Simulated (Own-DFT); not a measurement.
Simulation results for GaP (zincblende, strained, atoms displaced)

All values are calculated (Own-DFT development build). A calculation, not a measurement: plane-wave PBE density functional theory by an unreviewed code, no spin, of a simulated periodic cell, stress positive in tension, free energy of the whole cell less one offset for each atom, forces on such cells passed a denser k mesh, this cell's mesh not checked; offsets are fitted by least squares, one for each functional and potential file, so energies compare only between cells with the same atoms and settings and are not formation energies; the far tail of each file's local potential was reset to the Coulomb form; each entry is a single point on an unrelaxed cell, so the pressure reflects the starting lattice, mostly measured values (interpolated for alloys), from which strain is counted, and rises with the displacements; printed positions are rounded, which can move forces by about a meV/angstrom; the program, named Own-DFT, is a retired in-house code; no spin-orbit coupling.

Settings shared by all entries: functional PBE; potential files PseudoDojo norm-conserving, scalar-relativistic, standard set; wave cutoff 42 hartree; occupations Fermi-Dirac; smearing width 0.1 eV; k mesh 3 x 3 x 3 centred on Gamma.

(1) 
```cif
# cell vector a (Å): 10.8574 -0.2019 -0.1418
# cell vector b (Å): -0.2019 10.8017 -0.1808
# cell vector c (Å): -0.1418 -0.1808 10.9115
data_GaP
_symmetry_space_group_name_H-M 'P 1'
_symmetry_Int_Tables_number 1
_cell_length_a 10.8602
_cell_length_b 10.8051
_cell_length_c 10.9139
_cell_angle_alpha 91.894
_cell_angle_beta 91.475
_cell_angle_gamma 92.123
_cell_volume 1278.66
loop_
_atom_site_label
_atom_site_type_symbol
_atom_site_fract_x
_atom_site_fract_y
_atom_site_fract_z
_atom_site_occupancy
Ga1 Ga 0.00552 0.00116 0.99361 1
Ga2 Ga 0.00172 0.24997 0.25083 1
Ga3 Ga 0.24797 0.99328 0.24994 1
Ga4 Ga 0.24507 0.25249 0.00252 1
P1 P 0.12278 0.12046 0.12451 1
P2 P 0.12380 0.37878 0.38013 1
P3 P 0.37125 0.13293 0.37118 1
P4 P 0.38098 0.37036 0.12187 1
Ga5 Ga 0.99991 0.00990 0.49998 1
Ga6 Ga 0.99705 0.25617 0.74377 1
Ga7 Ga 0.25345 0.99954 0.74976 1
Ga8 Ga 0.24429 0.25121 0.50011 1
P5 P 0.12700 0.11989 0.62520 1
P6 P 0.12352 0.37906 0.86709 1
P7 P 0.38080 0.11745 0.86893 1
P8 P 0.37215 0.36891 0.62360 1
Ga9 Ga 0.99384 0.50176 0.00300 1
Ga10 Ga 0.99560 0.74939 0.25305 1
Ga11 Ga 0.24779 0.48692 0.24370 1
Ga12 Ga 0.25697 0.74828 0.99729 1
P9 P 0.12662 0.62598 0.12068 1
P10 P 0.12395 0.87826 0.37514 1
P11 P 0.37443 0.62535 0.37460 1
P12 P 0.37171 0.87568 0.12733 1
Ga13 Ga 0.00498 0.49716 0.50293 1
Ga14 Ga 0.00165 0.74456 0.75455 1
Ga15 Ga 0.25726 0.49139 0.74477 1
Ga16 Ga 0.26340 0.75227 0.50044 1
P13 P 0.11776 0.62359 0.62403 1
P14 P 0.11884 0.87473 0.87944 1
P15 P 0.36793 0.61811 0.87334 1
P16 P 0.37384 0.87792 0.62487 1
Ga17 Ga 0.50143 0.00360 0.99186 1
Ga18 Ga 0.50150 0.25495 0.24307 1
Ga19 Ga 0.74685 0.99880 0.25834 1
Ga20 Ga 0.74652 0.25845 0.99744 1
P17 P 0.62743 0.12679 0.12128 1
P18 P 0.62328 0.38057 0.37606 1
P19 P 0.86819 0.12343 0.37555 1
P20 P 0.87951 0.38171 0.12015 1
Ga21 Ga 0.50357 0.00762 0.49443 1
Ga22 Ga 0.50583 0.23739 0.74422 1
Ga23 Ga 0.74845 0.00100 0.75260 1
Ga24 Ga 0.74807 0.24956 0.49975 1
P21 P 0.62483 0.11897 0.61460 1
P22 P 0.62482 0.37813 0.88170 1
P23 P 0.86798 0.12331 0.87720 1
P24 P 0.87697 0.37251 0.62935 1
Ga25 Ga 0.50316 0.50610 0.99945 1
Ga26 Ga 0.49281 0.74715 0.25905 1
Ga27 Ga 0.75664 0.49659 0.25524 1
Ga28 Ga 0.74819 0.74685 0.00384 1
P25 P 0.62951 0.62042 0.11843 1
P26 P 0.62118 0.86867 0.37904 1
P27 P 0.87088 0.62745 0.37690 1
P28 P 0.87507 0.87335 0.12062 1
Ga29 Ga 0.50312 0.49926 0.50165 1
Ga30 Ga 0.49673 0.74883 0.74693 1
Ga31 Ga 0.74781 0.49736 0.75448 1
Ga32 Ga 0.75074 0.74550 0.50715 1
P29 P 0.62367 0.62529 0.62376 1
P30 P 0.62495 0.87396 0.87677 1
P31 P 0.87945 0.62772 0.87389 1
P32 P 0.87355 0.87483 0.62530 1
_calc_free_energy_of_cell_above_offsets '-31.680'  # eV
_calc_pressure 4.89  # GPa
_calc_stress_xx -4.88  # GPa
_calc_stress_yy -5.24  # GPa
_calc_stress_zz -4.55  # GPa
_calc_stress_yz -3.98  # GPa
_calc_stress_xz -2.84  # GPa
_calc_stress_xy -4.11  # GPa
```

Force:
```csv
element,x (eV/Å),y (eV/Å),z (eV/Å)
Ga,-1.664,-0.14,0.237
Ga,-0.611,-0.248,-0.416
Ga,-0.208,0.518,-0.15
Ga,-0.182,-0.616,-1.106
P,0.682,0.804,0.651
P,0.311,-0.485,-0.431
P,0.45,-0.256,0.084
P,-0.215,1.02,-0.123
Ga,-0.751,-1.456,-0.578
Ga,0.214,-1.757,0.654
Ga,-1.218,-0.928,-0.218
Ga,-0.228,-0.725,-0.45
P,0.303,1.263,0.842
P,0.253,-0.086,1.317
P,-0.406,1.564,0.918
P,1.549,0.2,0.191
Ga,0.905,0.361,-1.326
Ga,0.185,-0.061,-0.718
Ga,0.032,0.983,-0.078
Ga,-1.073,0.003,-0.097
P,0.255,0.006,0.947
P,0.156,-0.266,0.766
P,-0.29,-1.323,0.285
P,1.277,0.205,-0.128
Ga,-1.664,-0.025,-0.64
Ga,-0.402,0.503,-1.05
Ga,-1.466,0.303,-0.496
Ga,-2.123,-0.637,-0.591
P,2.195,0.824,0.691
P,1.802,-0.097,-0.582
P,1.354,0.876,0.156
P,1.227,0.69,0.439
Ga,-0.162,-0.89,0.783
Ga,0.145,-0.939,0.38
Ga,-0.623,-1.059,-1.579
Ga,0.395,-0.901,0.293
P,0.196,0.153,0.738
P,0.576,-0.566,0.028
P,1.18,1.153,0.393
P,-0.364,-1.065,1.397
Ga,-1.874,-1.366,-1.191
Ga,-0.256,0.854,0.13
Ga,-0.464,-0.84,-0.877
Ga,-0.132,0.275,-0.325
P,1.448,1.078,1.799
P,-0.565,-0.324,-1.195
P,1.17,1.2,0.147
P,-0.762,0.874,-0.792
Ga,-1.241,-0.783,-0.631
Ga,0.42,-0.033,-1.812
Ga,-0.78,-0.067,-1.042
Ga,0.068,0.068,-1.075
P,0.074,0.753,2.237
P,0.711,0.614,0.345
P,1.005,-0.072,0.767
P,0.373,0.853,1.003
Ga,-1.134,-0.213,-0.385
Ga,-0.213,-0.113,0.229
Ga,0.055,0.225,-0.433
Ga,-0.403,0.22,-0.757
P,0.407,-0.112,1.16
P,0.119,-0.227,-0.057
P,-0.85,-0.306,0.67
P,0.831,0.536,0.65
```

(2) 
```cif
# cell vector a (Å): 11.1137 0.0596 0.0545
# cell vector b (Å): 0.0596 10.8975 0.1258
# cell vector c (Å): 0.0545 0.1258 10.7469
data_GaP
_symmetry_space_group_name_H-M 'P 1'
_symmetry_Int_Tables_number 1
_cell_length_a 11.1140
_cell_length_b 10.8984
_cell_length_c 10.7478
_cell_angle_alpha 88.666
_cell_angle_beta 89.425
_cell_angle_gamma 89.376
_cell_volume 1301.33
loop_
_atom_site_label
_atom_site_type_symbol
_atom_site_fract_x
_atom_site_fract_y
_atom_site_fract_z
_atom_site_occupancy
Ga1 Ga 0.99254 0.00079 0.00561 1
Ga2 Ga 0.00099 0.25883 0.25898 1
Ga3 Ga 0.24778 0.00690 0.24935 1
Ga4 Ga 0.24890 0.25368 0.99956 1
P1 P 0.12007 0.13225 0.12557 1
P2 P 0.12127 0.37580 0.36938 1
P3 P 0.37066 0.12727 0.37531 1
P4 P 0.37381 0.37854 0.13006 1
Ga5 Ga 0.99606 0.99794 0.50083 1
Ga6 Ga 0.99986 0.25476 0.75314 1
Ga7 Ga 0.25200 0.00179 0.75587 1
Ga8 Ga 0.25640 0.25117 0.50178 1
P5 P 0.12464 0.12549 0.62962 1
P6 P 0.11960 0.37221 0.87649 1
P7 P 0.38047 0.12791 0.88079 1
P8 P 0.36724 0.36933 0.61884 1
Ga9 Ga 0.00131 0.49105 0.00323 1
Ga10 Ga 0.99610 0.74749 0.24987 1
Ga11 Ga 0.24711 0.50088 0.24943 1
Ga12 Ga 0.25437 0.75074 0.00695 1
P9 P 0.11950 0.62415 0.12698 1
P10 P 0.12468 0.87935 0.37405 1
P11 P 0.38692 0.61487 0.37773 1
P12 P 0.37794 0.87929 0.12242 1
Ga13 Ga 0.00089 0.50227 0.49809 1
Ga14 Ga 0.99116 0.74528 0.75195 1
Ga15 Ga 0.25207 0.50584 0.75083 1
Ga16 Ga 0.24955 0.74157 0.49887 1
P13 P 0.12108 0.62131 0.61439 1
P14 P 0.12407 0.87730 0.88017 1
P15 P 0.37267 0.62709 0.87322 1
P16 P 0.36927 0.87019 0.62197 1
Ga17 Ga 0.49235 0.99907 0.00680 1
Ga18 Ga 0.49844 0.24605 0.24253 1
Ga19 Ga 0.74650 0.00760 0.24386 1
Ga20 Ga 0.74671 0.25637 0.00505 1
P17 P 0.62749 0.12656 0.12136 1
P18 P 0.61719 0.37334 0.37684 1
P19 P 0.87214 0.12276 0.36859 1
P20 P 0.87109 0.38636 0.12510 1
Ga21 Ga 0.50454 0.99628 0.49836 1
Ga22 Ga 0.49697 0.25110 0.75456 1
Ga23 Ga 0.75368 0.00839 0.75460 1
Ga24 Ga 0.75856 0.25281 0.49779 1
P21 P 0.62331 0.11728 0.62632 1
P22 P 0.61571 0.37329 0.87501 1
P23 P 0.87353 0.11914 0.87187 1
P24 P 0.87504 0.36727 0.62060 1
Ga25 Ga 0.49844 0.49714 0.00895 1
Ga26 Ga 0.50075 0.74107 0.25238 1
Ga27 Ga 0.74503 0.49700 0.24680 1
Ga28 Ga 0.75374 0.75414 0.99836 1
P25 P 0.63088 0.62342 0.11337 1
P26 P 0.62392 0.87077 0.38302 1
P27 P 0.87210 0.62379 0.37268 1
P28 P 0.87577 0.88208 0.12842 1
Ga29 Ga 0.49874 0.49869 0.49709 1
Ga30 Ga 0.49631 0.75174 0.75219 1
Ga31 Ga 0.75295 0.49886 0.74521 1
Ga32 Ga 0.74309 0.74135 0.50443 1
P29 P 0.62357 0.62453 0.62076 1
P30 P 0.62749 0.87567 0.87865 1
P31 P 0.87322 0.61939 0.88267 1
P32 P 0.87875 0.86993 0.61528 1
_calc_free_energy_of_cell_above_offsets '-33.036'  # eV
_calc_pressure 2.84  # GPa
_calc_stress_xx -1.52  # GPa
_calc_stress_yy -3.08  # GPa
_calc_stress_zz -3.93  # GPa
_calc_stress_yz 1.95  # GPa
_calc_stress_xz 0.61  # GPa
_calc_stress_xy 0.1  # GPa
```

Force:
```csv
element,x (eV/Å),y (eV/Å),z (eV/Å)
Ga,1.225,0.428,-0.558
Ga,-0.841,-0.736,-1.21
Ga,0.004,-0.244,-0.112
Ga,0.265,-0.19,0.324
P,-0.115,-0.154,-0.075
P,0.906,0.286,1.362
P,0.803,-0.526,-0.245
P,-0.554,-0.496,-0.467
Ga,0.789,0.651,-0.267
Ga,-0.048,-0.926,-0.217
Ga,0.047,-0.143,-0.111
Ga,-1.68,-0.589,-0.608
P,-0.099,0.092,-0.472
P,0.783,0.632,-0.397
P,-1.068,-0.226,-0.248
P,1.177,1.246,1.378
Ga,0.324,1.024,-0.213
Ga,0.337,0.696,0.398
Ga,0.282,0.286,0.374
Ga,-0.626,0.124,-0.471
P,0.491,0.068,-0.384
P,0.076,-0.795,-0.185
P,-2.439,1.097,-1.02
P,-0.94,-1.154,1.692
Ga,-0.462,-0.624,-0.4
Ga,0.938,0.292,-0.08
Ga,-0.619,-0.572,-0.441
Ga,0.303,0.646,-0.614
P,0.066,0.217,1.531
P,-0.308,-0.486,-0.078
P,0.215,-0.435,0.78
P,0.205,0.481,0.234
Ga,1.792,0.489,-0.939
Ga,0.118,0.116,0.884
Ga,-0.009,-1.02,1.035
Ga,0.676,-0.056,-0.891
P,-1.041,-0.105,-0.128
P,0.824,-0.515,-0.551
P,0.327,0.345,0.467
P,0.076,-1.819,0.369
Ga,-0.93,0.255,0.371
Ga,0.307,-0.259,-1.01
Ga,-0.445,-1.565,-0.955
Ga,-1.378,-0.914,-0.276
P,0.083,1.211,-0.202
P,0.805,0.554,-0.074
P,0.32,1.643,0.998
P,0.398,1.181,0.478
Ga,0.035,0.51,-1.023
Ga,0.717,0.805,-0.582
Ga,-0.298,0.579,0.796
Ga,0.294,0.238,0.24
P,-0.727,0.284,1.032
P,0.288,0.074,-1.607
P,-0.553,-0.24,0.108
P,-0.797,-1.1,0.133
Ga,0.806,-0.97,1.443
Ga,0.657,0.262,-0.25
Ga,-0.413,-0.175,0.403
Ga,1.344,0.871,-0.724
P,-0.898,-0.838,1.224
P,-0.598,0.324,-0.471
P,0.093,-0.068,-0.726
P,-1.311,-0.067,1.229
```
